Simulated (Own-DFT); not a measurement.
Simulation results for Hf36O71 (tetragonal hafnia with one neutral oxygen vacancy, atoms displaced)

Computed with Own-DFT development build. A calculation, not a measurement: plane-wave PBE and HSE06 DFT by an unreviewed code, no spin, of a simulated cell at Gamma alone, so results move with cell size and shape, stress positive in tension, energies less offsets, not probed for a lower state with spin; hafnium file: forces about 75 meV/angstrom off all-electron values; oxygen file: force components 24 meV/angstrom off all-electron in a glass; k mesh not checked against a denser one; forces and stress are PBE's, HSE06 gives the energy alone, and its difference from PBE has offsets of its own; offsets are fitted by least squares, one for each functional and potential file, so energies compare only between cells with the same atoms and settings and are not formation energies; the far tail of each file's local potential was reset to the Coulomb form; each entry is a single point on an unrelaxed cell, so the pressure reflects the starting lattice, taken from the Materials Project, from which strain is counted, and rises with the displacements; printed positions are rounded, which can move forces by about a meV/angstrom; the program is a retired in-house code; no spin-orbit coupling.

Settings shared by all entries: first functional PBE; second functional HSE06; exact exchange share 0.25; screening 0.11 1/bohr; exchange divergence Gygi-Baldereschi; potential files PseudoDojo norm-conserving, scalar-relativistic, made for PBE, standard set; wave cutoff 48 hartree; occupations fixed; k mesh 1 x 1 x 1 centred on Gamma.

(1) Hf36O71 (tetragonal hafnia with one neutral oxygen vacancy, atoms displaced)

```
Hf36O71
1.0
     10.7800     0.0000     0.0000
      0.0000    10.7800     0.0000
      0.0000     0.0000    10.4493
Hf O Hf O Hf O Hf O Hf O Hf O Hf O Hf O Hf O Hf O Hf O Hf O Hf O Hf O Hf O Hf O Hf O Hf O
2 4 2 4 2 4 2 4 2 4 2 4 2 4 2 3 2 4 2 4 2 4 2 4 2 4 2 4 2 4 2 4 2 4 2 4
Direct
  0.99905 0.00188 0.99882
  0.16491 0.17111 0.25038
  0.00289 0.16700 0.15079
  0.16675 0.99952 0.34721
  0.99755 0.15931 0.40339
  0.16534 0.99648 0.09886
  0.00374 0.00377 0.49833
  0.16765 0.16768 0.74942
  0.00226 0.16567 0.65214
  0.16622 0.99934 0.84642
  0.99291 0.16503 0.90897
  0.16853 0.99991 0.59868
  0.99955 0.33081 0.00521
  0.16643 0.49586 0.24890
  0.99439 0.49952 0.14841
  0.16470 0.33173 0.34735
  0.00617 0.50104 0.40318
  0.16779 0.33257 0.09326
  0.99666 0.32933 0.49971
  0.16877 0.50479 0.75300
  0.99821 0.49782 0.65112
  0.16528 0.32982 0.84388
  0.00369 0.49847 0.89829
  0.16764 0.33369 0.59739
  0.00256 0.66547 0.00271
  0.16845 0.83714 0.24699
  0.00373 0.83092 0.14933
  0.17045 0.66459 0.35089
  0.99708 0.83284 0.40121
  0.16541 0.66686 0.09965
  0.99977 0.66699 0.50110
  0.16824 0.83394 0.75017
  0.00067 0.83006 0.64743
  0.16429 0.66510 0.84609
  0.99490 0.82474 0.90037
  0.16859 0.66961 0.60266
  0.33002 0.00390 0.99830
  0.50494 0.16467 0.25076
  0.33578 0.16798 0.14655
  0.50188 0.99821 0.34915
  0.33439 0.16259 0.40342
  0.49986 0.00470 0.10306
  0.32899 0.00367 0.50295
  0.50385 0.16292 0.75290
  0.33323 0.16610 0.64102
  0.50174 0.00303 0.85216
  0.32981 0.16584 0.89693
  0.33885 0.33014 0.99469
  0.49721 0.49698 0.25010
  0.33112 0.49908 0.14903
  0.49987 0.33035 0.34732
  0.33166 0.50291 0.40038
  0.50548 0.33016 0.09803
  0.33504 0.33080 0.50133
  0.49723 0.49737 0.74931
  0.33154 0.49633 0.64856
  0.49483 0.34027 0.85135
  0.33819 0.50027 0.90338
  0.50624 0.33375 0.60368
  0.33669 0.66440 0.99971
  0.50047 0.83288 0.25355
  0.33494 0.83646 0.15607
  0.50204 0.66470 0.35137
  0.33515 0.83759 0.40256
  0.50076 0.66643 0.10074
  0.33340 0.66435 0.49371
  0.49612 0.83327 0.75358
  0.33701 0.83099 0.65295
  0.49960 0.66750 0.84520
  0.33327 0.83449 0.90594
  0.49941 0.66848 0.60257
  0.66707 0.00251 0.00449
  0.83252 0.16929 0.25347
  0.66767 0.16417 0.14760
  0.83413 0.99987 0.34277
  0.66936 0.16493 0.40490
  0.83188 0.00075 0.09667
  0.66877 0.99832 0.49738
  0.83329 0.16654 0.74965
  0.66569 0.16775 0.65368
  0.82976 0.00051 0.85210
  0.66693 0.16941 0.89945
  0.83420 0.00167 0.59754
  0.66871 0.33491 0.99828
  0.82678 0.49724 0.24629
  0.66588 0.49956 0.15607
  0.83547 0.33312 0.35050
  0.66484 0.49978 0.40560
  0.83259 0.33375 0.09840
  0.67082 0.33499 0.49550
  0.83496 0.49753 0.74392
  0.66911 0.50252 0.65046
  0.83308 0.33496 0.85094
  0.66923 0.49893 0.90231
  0.83135 0.33382 0.59614
  0.66731 0.66527 0.00031
  0.83468 0.82827 0.25119
  0.66486 0.83731 0.15248
  0.83034 0.66631 0.34213
  0.66745 0.83452 0.40441
  0.83399 0.66955 0.09787
  0.66639 0.66547 0.49689
  0.83372 0.83699 0.74705
  0.67185 0.83126 0.65636
  0.83495 0.66537 0.84948
  0.66811 0.83330 0.90287
  0.82671 0.66607 0.59402
```

- PBE energy of cell above offsets: -100.777 eV
- HSE06 less PBE above offsets: -0.147 eV
- PBE pressure: 0.59 GPa
- PBE stress xx: 0.31 GPa
- PBE stress yy: -1.21 GPa
- PBE stress zz: -0.88 GPa
- PBE stress yz: 0.09 GPa
- PBE stress xz: -0.33 GPa
- PBE stress xy: 0.06 GPa

Force:
```
element  x (eV/Å)  y (eV/Å)  z (eV/Å)
     Hf    -0.615    -1.628     0.275
     Hf      1.12     -1.15    -0.666
      O    -0.605      0.23     0.639
      O    -0.263     0.717     0.124
      O      0.09     2.052    -0.713
      O     0.218     0.321    -0.343
     Hf    -0.506    -2.238     0.586
     Hf     0.539      0.22    -0.502
      O    -0.406      0.21     0.028
      O    -0.205     0.306     0.311
      O     0.336     0.352     -0.87
      O    -0.668    -0.156     0.211
     Hf     0.018     1.087    -1.229
     Hf     -0.66     1.361      0.05
      O     0.611    -0.341     0.655
      O     0.054    -0.154     0.087
      O    -0.384    -0.654     0.006
      O     0.172     0.066     0.499
     Hf     1.083     1.208     0.423
     Hf    -1.005    -0.942    -0.691
      O     0.704     0.111    -0.312
      O     0.266     0.438     0.297
      O     0.203    -0.305     0.699
      O    -0.374    -0.386    -0.672
     Hf    -0.802    -0.294     -0.82
     Hf    -0.109    -0.875      0.42
      O    -0.687     0.166     0.386
      O    -0.114      0.41    -0.558
      O     0.014     0.042      0.01
      O     1.043    -0.262    -0.192
     Hf     0.366     0.191     0.228
     Hf    -0.503    -0.792    -0.483
      O     0.158     0.232      0.46
      O     0.644     0.779     0.631
      O     0.621      1.88     0.053
      O     -0.12    -0.329    -0.529
     Hf     0.659    -0.458     1.008
     Hf    -0.768    -0.791     -0.64
      O    -0.541     0.167     0.627
      O     0.374     0.588     0.416
      O    -0.164      0.98    -0.805
      O    -0.397    -0.093    -0.595
     Hf     1.551    -0.731    -0.204
     Hf     -0.15     0.702     -0.78
      O     0.347    -0.104     1.368
      O    -0.318    -0.433    -0.482
      O     0.178     0.056    -0.213
     Hf    -0.103     0.151     0.686
     Hf    -0.349      0.46    -0.005
      O     0.588     -0.16     0.325
      O    -0.036     0.433     0.219
      O     0.331      -1.6    -0.462
      O    -0.676     0.342     0.069
     Hf      0.32     0.096     0.621
     Hf     0.716     0.941    -0.917
      O     0.381     0.006     0.296
      O     0.054    -1.563     0.095
      O     -0.65     0.114    -0.392
      O    -0.683     0.176     -0.88
     Hf      -0.3     0.427      0.51
     Hf    -0.115     0.214    -0.243
      O      0.11     -0.24    -0.381
      O    -0.156    -0.133    -0.429
      O     -0.05     -0.63     0.262
      O    -0.202    -0.257    -0.197
     Hf     0.001     1.218     1.022
     Hf     1.363    -0.155    -0.522
      O    -0.697     0.822     0.272
      O    -0.205    -0.527     0.817
      O    -0.021    -0.123    -0.242
      O     0.055    -0.223    -0.875
     Hf    -0.102    -0.777    -0.454
     Hf    -0.038    -1.442        -1
      O     0.461     0.287     0.926
      O    -0.135     0.149     0.246
      O     0.115     0.483    -0.761
      O     0.858     0.124     0.128
     Hf    -0.627    -0.232     0.943
     Hf    -0.356    -0.194     0.644
      O     0.333    -0.527    -0.044
      O     0.358     0.296     -0.78
      O    -0.276     0.092     0.113
      O     0.308     0.177    -0.134
     Hf     0.091    -0.201     -0.48
     Hf     1.398     0.835     0.288
      O    -0.515     -0.02    -0.427
      O     -0.01     0.174    -0.026
      O     0.212    -0.457    -1.012
      O    -0.209    -0.143     0.636
     Hf    -1.246    -0.196     1.363
     Hf    -0.333     1.137     1.426
      O    -0.583    -0.355     0.192
      O     0.111    -0.489    -0.671
      O     -0.38     0.185     0.311
      O     0.521    -0.369     0.207
     Hf     0.617     0.906    -0.857
     Hf     0.266     0.942    -0.968
      O     0.206    -0.245     0.368
      O    -0.072    -0.978     0.593
      O     0.092    -0.299    -0.267
      O    -0.504    -0.186     0.169
     Hf    -0.913     0.466     1.303
     Hf     0.323    -1.011     1.146
      O    -1.582     0.733    -0.511
      O    -0.362    -0.314    -0.866
      O    -0.293     -0.03      0.57
      O     1.587    -0.071    -0.162
```

(2) Hf36O71 (tetragonal hafnia with one neutral oxygen vacancy, atoms displaced)

```
Hf36O71
1.0
     10.7800     0.0000     0.0000
      0.0000    10.7800     0.0000
      0.0000     0.0000    10.4493
Hf O Hf O Hf O Hf O Hf O Hf O Hf O Hf O Hf O Hf O Hf O Hf O Hf O Hf O Hf O Hf O Hf O Hf O
2 4 2 4 2 3 2 4 2 4 2 4 2 4 2 4 2 4 2 4 2 4 2 4 2 4 2 4 2 4 2 4 2 4 2 4
Direct
  0.00529 0.99915 0.00039
  0.16675 0.16838 0.25017
  0.99461 0.16794 0.15710
  0.16533 0.99842 0.34557
  0.00438 0.16681 0.39927
  0.16770 0.00015 0.09582
  0.99335 0.00408 0.50135
  0.16638 0.16935 0.75164
  0.00453 0.16410 0.65353
  0.16603 0.99890 0.84830
  0.99942 0.16770 0.90156
  0.16793 0.00599 0.59980
  0.00072 0.33245 0.99694
  0.16504 0.49310 0.25167
  0.00018 0.49631 0.15476
  0.16035 0.33063 0.34977
  0.00257 0.49719 0.39938
  0.00109 0.33297 0.49731
  0.16699 0.49778 0.74673
  0.00432 0.49643 0.65209
  0.16000 0.33286 0.84537
  0.00061 0.49601 0.90247
  0.16330 0.33084 0.59947
  0.99950 0.66694 0.99899
  0.16738 0.83387 0.25428
  0.00019 0.83387 0.15280
  0.16782 0.66663 0.34736
  0.00191 0.83494 0.40474
  0.16367 0.66581 0.10173
  0.00087 0.67007 0.49915
  0.16953 0.83183 0.74912
  0.99996 0.83173 0.64960
  0.16639 0.66532 0.84498
  0.99797 0.83462 0.90221
  0.16331 0.66843 0.59470
  0.33652 0.99989 0.99622
  0.49479 0.16869 0.25015
  0.33447 0.16223 0.15034
  0.50122 0.00071 0.35031
  0.33654 0.16250 0.40199
  0.50440 0.00202 0.09693
  0.33372 0.99666 0.49914
  0.49776 0.16796 0.75205
  0.33811 0.16661 0.65505
  0.49891 0.99831 0.84587
  0.32763 0.16626 0.90605
  0.49676 0.00377 0.59772
  0.33351 0.33729 0.99806
  0.49779 0.50115 0.24876
  0.33466 0.50413 0.15486
  0.50061 0.33137 0.34308
  0.33210 0.50389 0.40180
  0.49807 0.33329 0.09575
  0.33551 0.33572 0.50222
  0.50239 0.50107 0.75055
  0.33552 0.50397 0.65073
  0.50139 0.33784 0.84536
  0.33352 0.50016 0.89965
  0.50318 0.33102 0.59414
  0.33473 0.66116 0.99378
  0.49983 0.83199 0.24739
  0.33340 0.82894 0.15084
  0.50110 0.66897 0.35000
  0.33229 0.83522 0.39679
  0.49586 0.66864 0.09687
  0.33487 0.66830 0.49870
  0.50080 0.83671 0.74456
  0.33361 0.83059 0.65408
  0.50300 0.66900 0.84820
  0.33159 0.83137 0.90226
  0.50391 0.66995 0.60032
  0.66820 0.99838 0.99842
  0.83226 0.16775 0.25075
  0.66542 0.16033 0.15356
  0.83376 0.00178 0.35117
  0.67041 0.16325 0.40113
  0.83820 0.99922 0.09817
  0.66865 0.99858 0.49796
  0.83600 0.16372 0.75640
  0.66933 0.16866 0.65187
  0.83319 0.00137 0.84792
  0.66491 0.16897 0.89949
  0.83242 0.99953 0.59658
  0.66750 0.33632 0.99675
  0.84043 0.49874 0.24678
  0.66328 0.50041 0.15122
  0.83449 0.33244 0.35081
  0.66888 0.49503 0.40514
  0.83293 0.33009 0.09991
  0.66593 0.33615 0.50195
  0.83200 0.49891 0.75312
  0.66811 0.49719 0.65388
  0.83757 0.33527 0.85250
  0.67171 0.49617 0.90531
  0.83250 0.33296 0.59747
  0.66535 0.66670 0.00574
  0.83382 0.83230 0.25534
  0.67100 0.83622 0.15515
  0.83463 0.66759 0.34593
  0.66752 0.83078 0.39745
  0.83777 0.66405 0.09585
  0.66374 0.66540 0.50084
  0.83199 0.83734 0.75339
  0.66598 0.83196 0.65222
  0.83155 0.66449 0.85032
  0.66452 0.83034 0.90324
  0.82668 0.66916 0.59769
```

- PBE energy of cell above offsets: -100.919 eV
- HSE06 less PBE above offsets: -0.146 eV
- PBE pressure: 0.75 GPa
- PBE stress xx: -0.01 GPa
- PBE stress yy: -0.88 GPa
- PBE stress zz: -1.37 GPa
- PBE stress yz: 0.26 GPa
- PBE stress xz: -0.24 GPa
- PBE stress xy: -0.04 GPa

Force:
```
element  x (eV/Å)  y (eV/Å)  z (eV/Å)
     Hf    -0.268    -0.193     0.594
     Hf    -0.402    -1.305    -0.196
      O     1.912     0.393    -0.765
      O     0.175      0.61     0.158
      O    -0.255    -0.137      0.63
      O     0.277     0.151     0.085
     Hf     1.531    -0.177    -0.224
     Hf     0.381     -1.31    -0.585
      O    -1.292    -0.032    -0.011
      O     0.019     0.068    -0.199
      O     0.036    -0.386      0.15
      O     0.055     -0.53    -0.487
     Hf    -0.154    -0.021     0.788
     Hf     0.118     1.645    -0.181
      O     0.783    -0.547    -0.743
      O     0.931     0.193    -0.419
      O    -0.145     0.707     0.183
     Hf    -1.085    -0.079     0.357
     Hf    -0.538     0.419     0.072
      O    -0.956     0.369     0.054
      O     0.625     0.516     0.789
      O     0.069     0.864     0.174
      O     1.523     0.173    -0.252
     Hf     0.744     0.233     0.066
     Hf    -0.064    -0.438    -1.195
      O     0.027    -0.058     0.233
      O    -0.136    -0.285     0.308
      O    -0.226    -0.001    -0.121
      O     0.358    -0.318     -1.06
     Hf    -0.736    -0.237     0.069
     Hf    -0.833      0.45      0.12
      O     -0.25     0.107     0.664
      O     0.015    -0.193     0.034
      O    -0.072    -0.339     -0.18
      O     1.058    -0.082     0.144
     Hf    -0.339    -0.612     0.929
     Hf     1.257    -1.185    -0.114
      O    -0.748     0.632     0.107
      O    -0.065    -0.553    -0.515
      O    -0.388     1.199     0.248
      O    -0.753    -0.547    -0.379
     Hf    -0.397     0.704    -0.083
     Hf     1.419    -0.291    -0.611
      O    -0.973     0.687    -0.001
      O    -0.088     0.501      0.25
      O     0.471     0.913    -0.452
      O     0.707    -0.593     0.134
     Hf    -0.241    -0.849     0.762
     Hf     0.706    -0.169     0.368
      O    -0.607    -0.745     -0.62
      O    -0.444     0.954     0.532
      O     0.155    -1.053     0.247
      O    -0.052     0.105    -0.315
     Hf    -0.113    -0.763    -0.219
     Hf     0.133     0.646    -0.239
      O     0.041     -0.38    -0.097
      O    -0.317    -0.467     0.116
      O    -0.001    -0.692    -0.249
      O    -1.235     0.383     0.423
     Hf    -1.183     1.728     1.264
     Hf    -0.149     0.946     0.119
      O     0.097      0.49     0.181
      O    -0.152    -0.617    -0.147
      O     0.193    -0.561     0.736
      O     0.829    -0.146     0.178
     Hf    -0.469     0.243    -0.042
     Hf     0.158    -0.472     0.694
      O     0.022    -0.034    -0.786
      O    -0.178    -0.735    -0.065
      O     0.013    -0.029    -0.223
      O    -0.882    -0.274    -0.207
     Hf     0.434     0.657      1.02
     Hf    -1.087    -0.024     0.041
      O     0.029     0.377    -0.107
      O     0.221    -0.564     0.084
      O    -0.213     0.697     0.529
      O    -0.588     0.042    -0.503
     Hf    -0.839     0.631    -0.428
     Hf    -0.507     1.376    -1.248
      O    -0.372    -0.395     0.649
      O    -0.259    -0.356     0.224
      O      0.15     -0.35     0.319
      O    -0.124    -0.081     0.844
     Hf     0.156    -1.208     1.206
     Hf    -1.399    -0.307     0.872
      O      0.47     0.281     0.242
      O     0.212      0.35    -0.473
      O    -0.399     1.311    -0.288
      O    -0.166      0.47     -0.33
     Hf     1.337    -1.589     -0.42
     Hf     0.762     0.129    -0.532
      O    -0.547     0.071      0.16
      O    -0.261    -0.657    -0.344
      O    -0.331     1.298    -0.556
      O     0.628     0.124     0.248
     Hf     0.498    -0.123    -0.468
     Hf     0.537     0.772    -0.636
      O    -0.549    -0.583    -0.635
      O     0.203    -0.837     0.071
      O     0.082     0.187     0.783
      O    -0.815    -0.189     0.368
     Hf     0.807     0.042    -0.602
     Hf     0.473    -1.426    -0.577
      O     0.194     0.609    -0.015
      O     0.143     0.474    -0.411
      O     0.345     0.495      0.02
      O      1.13      -0.3    -0.079
```
